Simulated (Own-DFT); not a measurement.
# An alloy series: diamond-structure SiGe

Calculated results; nothing here was measured. The program, named Own-DFT, is a retired in-house plane-wave density functional code that no person has reviewed. Each row is one single-point run on a periodic cell that was not relaxed, without spin or spin-orbit coupling.

Settings of every run: PBE; PseudoDojo norm-conserving scalar-relativistic files; cutoff 42 hartree; 5 x 5 x 5 k mesh centred on Gamma; Fermi-Dirac smearing of 0.1 eV.

Known limits, some of them of some rows only: forces on such cells failed a check on a denser k mesh; forces on such cells moved up to 12 meV/angstrom on a denser k mesh; forces on such cells passed a denser k mesh, each cell not checked; stress not checked against mesh or cutoff.

Each cell has 16 atoms, with Ge and Si placed at random on their shared sites; x is the share of Ge. Lattice constants follow the straight line between measured values of the end members, and atoms start on the ideal sites of that lattice. Every atom was also moved at random, by a Gaussian of width 0.03 Å on each axis. u is the rms move along one axis. dE is the free energy for each Ge or Si site above the straight-line part, a + b x, of the fit below.

| x | cell | u (Å) | volume (Å³/atom) | P (GPa) | dE (meV/site) |
|---|---|---|---|---|---|
| 0.125 | Ge2Si14 | 0.0324 | 20.340 | 2.28 | 15.8 |
| 0.125 | Ge2Si14 | 0.0303 | 20.340 | 2.23 | 11.1 |
| 0.125 | Ge2Si14 | 0.0272 | 20.340 | 2.23 | 9.0 |
| 0.125 | Ge2Si14 | 0.0295 | 20.340 | 2.28 | 11.3 |
| 0.250 | Ge4Si12 | 0.0270 | 20.659 | 2.31 | 14.3 |
| 0.250 | Ge4Si12 | 0.0267 | 20.659 | 2.39 | 13.8 |
| 0.250 | Ge4Si12 | 0.0257 | 20.659 | 2.34 | 13.6 |
| 0.250 | Ge4Si12 | 0.0276 | 20.659 | 2.32 | 14.3 |
| 0.500 | Ge8Si8 | 0.0308 | 21.306 | ? | ? |
| 0.750 | Ge12Si4 | 0.0330 | 21.966 | 3.47 | 31.3 |
| 0.750 | Ge12Si4 | 0.0310 | 21.966 | 3.36 | 20.6 |
| 0.750 | Ge12Si4 | 0.0251 | 21.966 | 3.26 | 12.3 |
| 0.750 | Ge12Si4 | 0.0295 | 21.966 | 3.34 | 16.1 |
| 0.875 | Ge14Si2 | 0.0270 | 22.302 | 3.59 | 3.8 |
| 0.875 | Ge14Si2 | 0.0290 | 22.302 | 3.68 | 13.5 |
| 0.875 | Ge14Si2 | 0.0346 | 22.302 | 3.85 | 21.1 |
| 0.875 | Ge14Si2 | 0.0302 | 22.302 | 3.67 | 11.0 |

## Worked fit

Fit E = a + b x + W x (1 - x) + k (u² - 0.03²) to the rows shown. It gives W = 108 ± 17 meV/site and k = 33 ± 4 eV/Å², with a scatter of 2.4 meV/site. Part of W is bond strain that relaxing the atoms would remove. The pressures follow P = 2.17 + 0.37 x + 1.59 x² GPa, with a scatter of 0.07.

## Withheld member

Question: what pressure and dE should the cell at x = 0.500 give?

The fits give 2.8 GPa and 29 meV/site. The calculation gave 2.71 GPa and 22.6 meV/site.
